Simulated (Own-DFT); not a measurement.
Al3GaAs4 (zincblende random alloy, strained, atoms displaced) (calculated)

Computed with Own-DFT development build. A calculation, not a measurement: plane-wave density functional theory by an unreviewed code, no spin, of a simulated periodic cell, stress positive in tension, run twice, with PBE and with PBEsol, both on files made for PBE, so the change isn't that of files made for PBEsol, forces on such cells passed a denser k mesh, this cell's mesh not checked; the far tail of each file's local potential was reset to the Coulomb form; each entry is a single point on an unrelaxed cell, so the pressure reflects the starting lattice, mostly measured values (interpolated for alloys), from which strain is counted, and rises with the displacements; printed positions are rounded, which can move forces by about a meV/angstrom; the program, named Own-DFT, is a retired in-house code; no spin-orbit coupling; stress was not checked against mesh or cutoff.

Settings shared by all entries: functional PBE, then PBEsol; potential files PseudoDojo norm-conserving, scalar-relativistic, standard set; wave cutoff 42 hartree; occupations Fermi-Dirac; smearing width 0.1 eV; k mesh 3 x 3 x 3 centred on Gamma.

(1) 
```cif
# cell vector a (Å): 11.2023 0.0371 0.0140
# cell vector b (Å): 0.0371 11.5030 0.1716
# cell vector c (Å): 0.0140 0.1716 11.3179
data_Al3GaAs4
_symmetry_space_group_name_H-M 'P 1'
_symmetry_Int_Tables_number 1
_cell_length_a 11.2024
_cell_length_b 11.5043
_cell_length_c 11.3192
_cell_angle_alpha 88.276
_cell_angle_beta 89.855
_cell_angle_gamma 89.624
_cell_volume 1458.08
loop_
_atom_site_label
_atom_site_type_symbol
_atom_site_fract_x
_atom_site_fract_y
_atom_site_fract_z
_atom_site_occupancy
Al1 Al 0.99822 0.00454 0.00448 1
Al2 Al 0.00232 0.25470 0.25011 1
Al3 Al 0.25131 0.00408 0.25725 1
Al4 Al 0.25203 0.25041 0.99406 1
As1 As 0.11802 0.12333 0.12271 1
As2 As 0.12050 0.37279 0.37641 1
As3 As 0.37759 0.12538 0.37580 1
As4 As 0.37866 0.37398 0.12184 1
Al5 Al 0.99885 0.99838 0.51183 1
Al6 Al 0.99183 0.24905 0.75181 1
Al7 Al 0.24131 0.00086 0.74440 1
Ga1 Ga 0.24525 0.24899 0.49829 1
As5 As 0.12126 0.13000 0.62401 1
As6 As 0.12230 0.37192 0.87539 1
As7 As 0.37490 0.12506 0.87597 1
As8 As 0.37750 0.37980 0.62689 1
Al8 Al 0.00130 0.50221 0.00066 1
Al9 Al 0.99606 0.74152 0.25110 1
Al10 Al 0.24072 0.49390 0.25193 1
Al11 Al 0.24982 0.73886 0.00014 1
As9 As 0.13297 0.62128 0.12273 1
As10 As 0.13060 0.87736 0.38399 1
As11 As 0.37413 0.62604 0.38438 1
As12 As 0.37322 0.87592 0.12013 1
Al12 Al 0.00381 0.49584 0.49676 1
Ga2 Ga 0.99553 0.75141 0.74688 1
Al13 Al 0.24728 0.49671 0.74958 1
Al14 Al 0.24649 0.75013 0.50475 1
As13 As 0.11674 0.62023 0.62371 1
As14 As 0.12767 0.87574 0.87243 1
As15 As 0.38096 0.62011 0.87241 1
As16 As 0.37718 0.87001 0.61998 1
Al15 Al 0.49603 0.99358 0.00070 1
Ga3 Ga 0.50266 0.25319 0.24509 1
Ga4 Ga 0.75043 0.01148 0.25157 1
Ga5 Ga 0.75136 0.25061 0.99448 1
As17 As 0.63022 0.12681 0.12909 1
As18 As 0.61969 0.37173 0.37517 1
As19 As 0.87736 0.12059 0.37456 1
As20 As 0.86860 0.37175 0.11975 1
Al16 Al 0.49211 0.00071 0.50204 1
Ga6 Ga 0.49388 0.25199 0.75303 1
Ga7 Ga 0.74808 0.99827 0.74953 1
Al17 Al 0.75255 0.25083 0.50389 1
As21 As 0.62924 0.12147 0.62607 1
As22 As 0.62255 0.36600 0.87484 1
As23 As 0.87641 0.12194 0.87196 1
As24 As 0.87976 0.37128 0.63021 1
Al18 Al 0.49717 0.50193 0.00118 1
Ga8 Ga 0.50697 0.75119 0.25059 1
Al19 Al 0.74959 0.50207 0.25146 1
Al20 Al 0.74659 0.75486 0.98998 1
As25 As 0.63509 0.62146 0.13379 1
As26 As 0.62407 0.87559 0.37377 1
As27 As 0.88086 0.62255 0.38082 1
As28 As 0.87449 0.87988 0.13489 1
Al21 Al 0.50230 0.49981 0.49383 1
Al22 Al 0.50168 0.75135 0.74594 1
Al23 Al 0.75474 0.49969 0.75047 1
Al24 Al 0.74986 0.75218 0.49890 1
As29 As 0.62885 0.62439 0.62179 1
As30 As 0.62626 0.87570 0.87917 1
As31 As 0.87276 0.61454 0.87272 1
As32 As 0.87288 0.88055 0.62423 1
_calc_PBE_pressure 2.95  # GPa
_calc_PBE_stress_xx -3.53  # GPa
_calc_PBE_stress_yy -2.21  # GPa
_calc_PBE_stress_zz -3.1  # GPa
_calc_PBE_stress_yz 2.99  # GPa
_calc_PBE_stress_xz -0.49  # GPa
_calc_PBE_stress_xy 0.73  # GPa
_calc_PBEsol_pressure 0.81  # GPa
_calc_PBEsol_stress_xx -1.38  # GPa
_calc_PBEsol_stress_yy -0.08  # GPa
_calc_PBEsol_stress_zz -0.96  # GPa
_calc_PBEsol_stress_yz 2.92  # GPa
_calc_PBEsol_stress_xz -0.47  # GPa
_calc_PBEsol_stress_xy 0.7  # GPa
_calc_rms_change_of_force_components_from_PBE_to_PBEsol 0.04  # eV/angstrom
```

Force:
| force element | PBE force x (eV/Å) | PBE force y (eV/Å) | PBE force z (eV/Å) | PBEsol force x (eV/Å) | PBEsol force y (eV/Å) | PBEsol force z (eV/Å) |
| --- | --- | --- | --- | --- | --- | --- |
| Al | 0.077 | -1 | -0.37 | 0.068 | -0.981 | -0.36 |
| Al | -0.603 | -0.668 | -0.389 | -0.595 | -0.666 | -0.385 |
| Al | -0.108 | -0.269 | -0.733 | -0.109 | -0.263 | -0.719 |
| Al | -0.094 | -0.266 | 0.789 | -0.091 | -0.26 | 0.775 |
| As | 1.077 | 0.716 | 0.532 | 1.054 | 0.704 | 0.519 |
| As | 0.024 | -0.128 | -0.22 | 0.081 | -0.187 | -0.149 |
| As | -0.374 | 0.685 | -0.31 | -0.369 | 0.779 | -0.308 |
| As | -1.203 | 0.128 | 0.225 | -1.117 | 0.062 | 0.281 |
| Al | 0.708 | 0.515 | -1.256 | 0.7 | 0.511 | -1.24 |
| Al | 1.324 | -0.213 | 0.35 | 1.302 | -0.205 | 0.342 |
| Al | 1.262 | -0.035 | 0.117 | 1.243 | -0.033 | 0.109 |
| Ga | 1.068 | 0.197 | 0.285 | 1.016 | 0.184 | 0.273 |
| As | -0.416 | -0.05 | 0.295 | -0.353 | 0.017 | 0.224 |
| As | -0.322 | 0.231 | -0.159 | -0.321 | 0.229 | -0.156 |
| As | -0.465 | -0.715 | -0.342 | -0.398 | -0.636 | -0.393 |
| As | -0.57 | -0.312 | -0.658 | -0.541 | -0.407 | -0.625 |
| Al | 0.152 | -0.605 | 0.225 | 0.151 | -0.598 | 0.216 |
| Al | 1.07 | 0.93 | -0.091 | 1.048 | 0.917 | -0.087 |
| Al | 1.705 | 0.222 | 0.204 | 1.683 | 0.216 | 0.201 |
| Al | 0.903 | 1.219 | -0.821 | 0.89 | 1.197 | -0.809 |
| As | -1.541 | -0.044 | 0.497 | -1.512 | -0.051 | 0.487 |
| As | -1.113 | -0.147 | -0.657 | -1.091 | -0.141 | -0.635 |
| As | -0.612 | 0.02 | -1.228 | -0.557 | 0.067 | -1.241 |
| As | -0.695 | -0.739 | 0.896 | -0.637 | -0.773 | 0.925 |
| Al | -0.282 | -0.111 | 0.81 | -0.28 | -0.11 | 0.804 |
| Ga | 0.215 | -0.188 | 0.41 | 0.2 | -0.186 | 0.385 |
| Al | 0.099 | 0.249 | 0.099 | 0.093 | 0.242 | 0.102 |
| Al | 0.29 | -0.579 | 0.126 | 0.285 | -0.565 | 0.124 |
| As | 0.517 | 0.313 | 0.208 | 0.456 | 0.361 | 0.25 |
| As | -0.727 | -0.517 | 0.633 | -0.76 | -0.552 | 0.574 |
| As | -0.797 | 0.497 | -0.395 | -0.782 | 0.483 | -0.389 |
| As | -0.879 | 0.461 | 0.782 | -0.864 | 0.448 | 0.76 |
| Al | 0.8 | 1.062 | 0.085 | 0.795 | 1.047 | 0.079 |
| Ga | 0.078 | -0.459 | 0.317 | 0.078 | -0.438 | 0.309 |
| Ga | 0.152 | -1.126 | 0.53 | 0.148 | -1.086 | 0.506 |
| Ga | 0.118 | -0.687 | 0.219 | 0.097 | -0.66 | 0.217 |
| As | -1.044 | 0.027 | -1.245 | -0.954 | 0.071 | -1.15 |
| As | 0.755 | 0.182 | 0.04 | 0.684 | 0.12 | -0.025 |
| As | 0.292 | 0.87 | 0.677 | 0.223 | 0.789 | 0.601 |
| As | 0.548 | 0.686 | 0.607 | 0.478 | 0.616 | 0.527 |
| Al | 1.352 | -0.124 | -0.051 | 1.331 | -0.122 | -0.047 |
| Ga | 0.668 | -0.539 | -0.468 | 0.642 | -0.52 | -0.437 |
| Ga | 0.324 | 0.087 | 0.384 | 0.306 | 0.093 | 0.364 |
| Al | 0.184 | -0.246 | -0.376 | 0.181 | -0.243 | -0.369 |
| As | -1.193 | 0.475 | -0.237 | -1.143 | 0.437 | -0.127 |
| As | -0.152 | 1.432 | -0.187 | -0.141 | 1.284 | -0.174 |
| As | -0.611 | -0.241 | 0.356 | -0.701 | -0.237 | 0.348 |
| As | -0.809 | 0.825 | -1.031 | -0.788 | 0.813 | -1.012 |
| Al | 1.406 | -0.283 | 0.294 | 1.383 | -0.282 | 0.292 |
| Ga | -0.565 | -0.227 | -0.083 | -0.539 | -0.214 | -0.073 |
| Al | 0.976 | -1.146 | 0.878 | 0.956 | -1.131 | 0.866 |
| Al | 1.378 | -1.11 | 1.669 | 1.357 | -1.089 | 1.644 |
| As | -1.334 | 1.044 | -1.744 | -1.361 | 1.085 | -1.666 |
| As | -0.021 | 0.661 | 0.231 | -0.029 | 0.644 | 0.12 |
| As | -1.026 | -0.164 | -0.23 | -1.004 | -0.164 | -0.221 |
| As | -0.248 | -0.59 | -0.984 | -0.299 | -0.513 | -0.91 |
| Al | 0.189 | 0.013 | 0.708 | 0.19 | 0.011 | 0.692 |
| Al | 0.511 | -0.226 | 0.343 | 0.504 | -0.22 | 0.334 |
| Al | -0.783 | -0.761 | -0.281 | -0.766 | -0.751 | -0.283 |
| Al | 0.34 | 0.093 | -0.036 | 0.333 | 0.088 | -0.035 |
| As | -0.258 | -0.174 | 0.204 | -0.256 | -0.171 | 0.198 |
| As | -1.127 | 0.359 | -1.13 | -1.054 | 0.415 | -1.174 |
| As | 0.111 | 1.489 | 0.387 | 0.156 | 1.509 | 0.333 |
| As | -0.704 | -1.003 | 0.303 | -0.696 | -0.986 | 0.418 |

(2) 
```cif
# cell vector a (Å): 11.2581 0.1825 -0.0937
# cell vector b (Å): 0.1825 11.2364 0.1421
# cell vector c (Å): -0.0937 0.1421 11.2123
data_Al3GaAs4
_symmetry_space_group_name_H-M 'P 1'
_symmetry_Int_Tables_number 1
_cell_length_a 11.2600
_cell_length_b 11.2388
_cell_length_c 11.2136
_cell_angle_alpha 88.557
_cell_angle_beta 90.944
_cell_angle_gamma 88.147
_cell_volume 1417.66
loop_
_atom_site_label
_atom_site_type_symbol
_atom_site_fract_x
_atom_site_fract_y
_atom_site_fract_z
_atom_site_occupancy
Al1 Al 0.99638 0.98885 0.00519 1
Ga1 Ga 0.00141 0.24097 0.24853 1
Al2 Al 0.24828 0.00160 0.25512 1
Al3 Al 0.25375 0.25029 0.99479 1
As1 As 0.12041 0.12086 0.12641 1
As2 As 0.12377 0.37728 0.37667 1
As3 As 0.37735 0.12259 0.35825 1
As4 As 0.37683 0.36923 0.12911 1
Al4 Al 0.00634 0.00219 0.50271 1
Al5 Al 0.99585 0.25022 0.75006 1
Ga2 Ga 0.24976 0.00940 0.74963 1
Al6 Al 0.25169 0.24800 0.50490 1
As5 As 0.12298 0.12826 0.62200 1
As6 As 0.11683 0.37999 0.87494 1
As7 As 0.37604 0.12656 0.87990 1
As8 As 0.37300 0.37486 0.62425 1
Al7 Al 0.00251 0.50113 0.00647 1
Al8 Al 0.00361 0.75892 0.25208 1
Al9 Al 0.24852 0.49707 0.24877 1
Ga3 Ga 0.24814 0.74642 0.00481 1
As9 As 0.13119 0.62914 0.12761 1
As10 As 0.12602 0.86969 0.37270 1
As11 As 0.37699 0.63119 0.37976 1
As12 As 0.37357 0.87097 0.11831 1
Al10 Al 0.99892 0.51224 0.49562 1
Al11 Al 0.00760 0.74497 0.75114 1
Al12 Al 0.24697 0.49770 0.75038 1
Al13 Al 0.24842 0.74827 0.50072 1
As13 As 0.12608 0.62987 0.61576 1
As14 As 0.12790 0.86628 0.87883 1
As15 As 0.36780 0.62598 0.87765 1
As16 As 0.36814 0.88488 0.62036 1
Al14 Al 0.50306 0.99616 0.99313 1
Al15 Al 0.50896 0.25757 0.25577 1
Al16 Al 0.75129 0.99612 0.25504 1
Ga4 Ga 0.75139 0.23909 0.00711 1
As17 As 0.62301 0.11993 0.12366 1
As18 As 0.63365 0.38049 0.36884 1
As19 As 0.87641 0.12275 0.37247 1
As20 As 0.87562 0.36952 0.12264 1
Al17 Al 0.49815 0.00110 0.49069 1
Ga5 Ga 0.50430 0.25103 0.75324 1
Al18 Al 0.74359 0.99682 0.74432 1
Ga6 Ga 0.75611 0.25380 0.49950 1
As21 As 0.62214 0.12199 0.62264 1
As22 As 0.62149 0.38007 0.87801 1
As23 As 0.87541 0.12737 0.87783 1
As24 As 0.87673 0.37458 0.62432 1
Al19 Al 0.48832 0.49801 0.99570 1
Ga7 Ga 0.50837 0.74804 0.25211 1
Al20 Al 0.75154 0.49641 0.24551 1
Ga8 Ga 0.75056 0.75313 0.99703 1
As25 As 0.63329 0.62980 0.12085 1
As26 As 0.62855 0.87535 0.36807 1
As27 As 0.86902 0.62037 0.36461 1
As28 As 0.88166 0.87382 0.12637 1
Al21 Al 0.50101 0.49306 0.49683 1
Al22 Al 0.49611 0.74530 0.75288 1
Al23 Al 0.75135 0.50269 0.75297 1
Al24 Al 0.74666 0.75107 0.49796 1
As29 As 0.62341 0.62233 0.62162 1
As30 As 0.62717 0.86878 0.87749 1
As31 As 0.87806 0.62952 0.87537 1
As32 As 0.88014 0.86908 0.62049 1
_calc_PBE_pressure 5.1  # GPa
_calc_PBE_stress_xx -5.07  # GPa
_calc_PBE_stress_yy -5.05  # GPa
_calc_PBE_stress_zz -5.17  # GPa
_calc_PBE_stress_yz 2.15  # GPa
_calc_PBE_stress_xz -1.33  # GPa
_calc_PBE_stress_xy 1.98  # GPa
_calc_PBEsol_pressure 2.85  # GPa
_calc_PBEsol_stress_xx -2.82  # GPa
_calc_PBEsol_stress_yy -2.8  # GPa
_calc_PBEsol_stress_zz -2.92  # GPa
_calc_PBEsol_stress_yz 2.11  # GPa
_calc_PBEsol_stress_xz -1.31  # GPa
_calc_PBEsol_stress_xy 1.94  # GPa
_calc_rms_change_of_force_components_from_PBE_to_PBEsol 0.043  # eV/angstrom
```

Force:
| force element | PBE force x (eV/Å) | PBE force y (eV/Å) | PBE force z (eV/Å) | PBEsol force x (eV/Å) | PBEsol force y (eV/Å) | PBEsol force z (eV/Å) |
| --- | --- | --- | --- | --- | --- | --- |
| Al | 0.948 | 0.978 | -0.881 | 0.929 | 0.967 | -0.864 |
| Ga | 0.116 | 0.86 | 0.501 | 0.093 | 0.827 | 0.463 |
| Al | 0.089 | -1.034 | -1.002 | 0.085 | -1.019 | -0.982 |
| Al | -0.856 | 0.131 | 1.013 | -0.845 | 0.134 | 0.998 |
| As | 0.627 | 0.013 | -1.115 | 0.544 | 0.075 | -1.022 |
| As | -0.214 | -0.284 | -0.139 | -0.254 | -0.324 | -0.175 |
| As | -0.084 | 1.166 | 1.238 | -0.079 | 1.145 | 1.204 |
| As | -0.489 | 0.585 | -0.579 | -0.478 | 0.569 | -0.568 |
| Al | -0.355 | -0.755 | -0.322 | -0.346 | -0.745 | -0.316 |
| Al | 0.47 | -0.254 | 0.46 | 0.461 | -0.252 | 0.455 |
| Ga | -0.007 | -0.754 | 0.733 | 0 | -0.729 | 0.684 |
| Al | 0.39 | -0.052 | -0.947 | 0.385 | -0.057 | -0.929 |
| As | -0.284 | 0.353 | 0.345 | -0.214 | 0.287 | 0.407 |
| As | 0.512 | -0.466 | -0.292 | 0.497 | -0.453 | -0.291 |
| As | 0.077 | 0.023 | -1.048 | 0.078 | 0.019 | -1.138 |
| As | 0.187 | -0.063 | 0.029 | 0.241 | -0.112 | 0.088 |
| Al | -0.211 | 0.283 | 0.274 | -0.206 | 0.279 | 0.269 |
| Al | -0.104 | -1.756 | 0.131 | -0.101 | -1.73 | 0.128 |
| Al | 0.744 | 0.029 | 0.773 | 0.734 | 0.028 | 0.754 |
| Ga | 0.709 | 0.075 | 0.088 | 0.681 | 0.077 | 0.075 |
| As | -1.276 | -0.358 | 0.182 | -1.184 | -0.274 | 0.107 |
| As | 0.082 | 1.206 | 0.519 | 0.08 | 1.186 | 0.509 |
| As | -0.054 | -0.766 | -0.806 | 0.004 | -0.7 | -0.841 |
| As | 0.3 | 0.669 | 0.75 | 0.281 | 0.544 | 0.731 |
| Al | 0.018 | -1.112 | 0.27 | 0.014 | -1.096 | 0.263 |
| Al | -0.172 | 0.272 | 0.01 | -0.168 | 0.268 | 0.01 |
| Al | 0.005 | 0.269 | -0.062 | 0.004 | 0.265 | -0.055 |
| Al | 0.862 | 0.609 | 0.152 | 0.847 | 0.604 | 0.149 |
| As | -0.197 | -0.717 | 0.853 | -0.193 | -0.704 | 0.833 |
| As | -0.477 | 1.366 | -0.864 | -0.353 | 1.311 | -0.806 |
| As | -0.292 | 0.018 | -0.984 | -0.355 | 0.08 | -0.902 |
| As | 0.575 | -0.724 | 0.191 | 0.506 | -0.647 | 0.249 |
| Al | -0.113 | -0.348 | 0.97 | -0.103 | -0.347 | 0.954 |
| Al | 0.141 | -1.01 | -0.484 | 0.141 | -0.997 | -0.476 |
| Al | 0.587 | 0.371 | -0.803 | 0.578 | 0.366 | -0.8 |
| Ga | -0.299 | 0.835 | -0.396 | -0.285 | 0.806 | -0.389 |
| As | -0.272 | 0.036 | 0.449 | -0.204 | 0.098 | 0.384 |
| As | -0.688 | -0.296 | 0.744 | -0.613 | -0.346 | 0.793 |
| As | -0.237 | 0.016 | 0.395 | -0.216 | 0.13 | 0.383 |
| As | -0.024 | 0.327 | 0.031 | -0.021 | 0.194 | 0.04 |
| Al | 0.254 | -0.245 | 0.425 | 0.246 | -0.238 | 0.416 |
| Ga | -0.063 | -0.072 | 0.009 | -0.072 | -0.061 | 0.001 |
| Al | 1.254 | -0.387 | 0.703 | 1.238 | -0.38 | 0.699 |
| Ga | -0.157 | -0.689 | 0.224 | -0.149 | -0.652 | 0.203 |
| As | -0.291 | 0.747 | -0.802 | -0.293 | 0.836 | -0.777 |
| As | 0.625 | -0.456 | -0.025 | 0.604 | -0.556 | -0.033 |
| As | -0.191 | -1.037 | -0.747 | -0.251 | -0.958 | -0.66 |
| As | -0.179 | 1.116 | -0.278 | -0.232 | 1.037 | -0.338 |
| Al | 1.058 | 0.067 | 1.116 | 1.036 | 0.065 | 1.101 |
| Ga | -0.576 | -0.071 | -0.543 | -0.56 | -0.056 | -0.539 |
| Al | 0.514 | 0.152 | -0.756 | 0.511 | 0.15 | -0.738 |
| Ga | 1.245 | -0.478 | 0.934 | 1.186 | -0.463 | 0.896 |
| As | -1.17 | -0.865 | -0.262 | -1.136 | -0.73 | -0.263 |
| As | -0.675 | 0.176 | 0.728 | -0.726 | 0.108 | 0.654 |
| As | 0.194 | 1.296 | 0.219 | 0.185 | 1.274 | 0.209 |
| As | -1.813 | 0.005 | -0.005 | -1.832 | -0.043 | -0.051 |
| Al | 0.057 | 0.369 | 0.284 | 0.064 | 0.362 | 0.282 |
| Al | 0.012 | 0.387 | -0.483 | 0.011 | 0.38 | -0.47 |
| Al | 0.165 | -0.305 | 0.104 | 0.16 | -0.302 | 0.1 |
| Al | 0.626 | -0.623 | 0.159 | 0.616 | -0.618 | 0.154 |
| As | -0.295 | 0.248 | 0.03 | -0.292 | 0.24 | 0.026 |
| As | -0.851 | 0.846 | -1.513 | -0.753 | 0.751 | -1.404 |
| As | -0.086 | -0.47 | -0.098 | -0.142 | -0.404 | -0.034 |
| As | -0.393 | 0.545 | 0.198 | -0.382 | 0.533 | 0.189 |
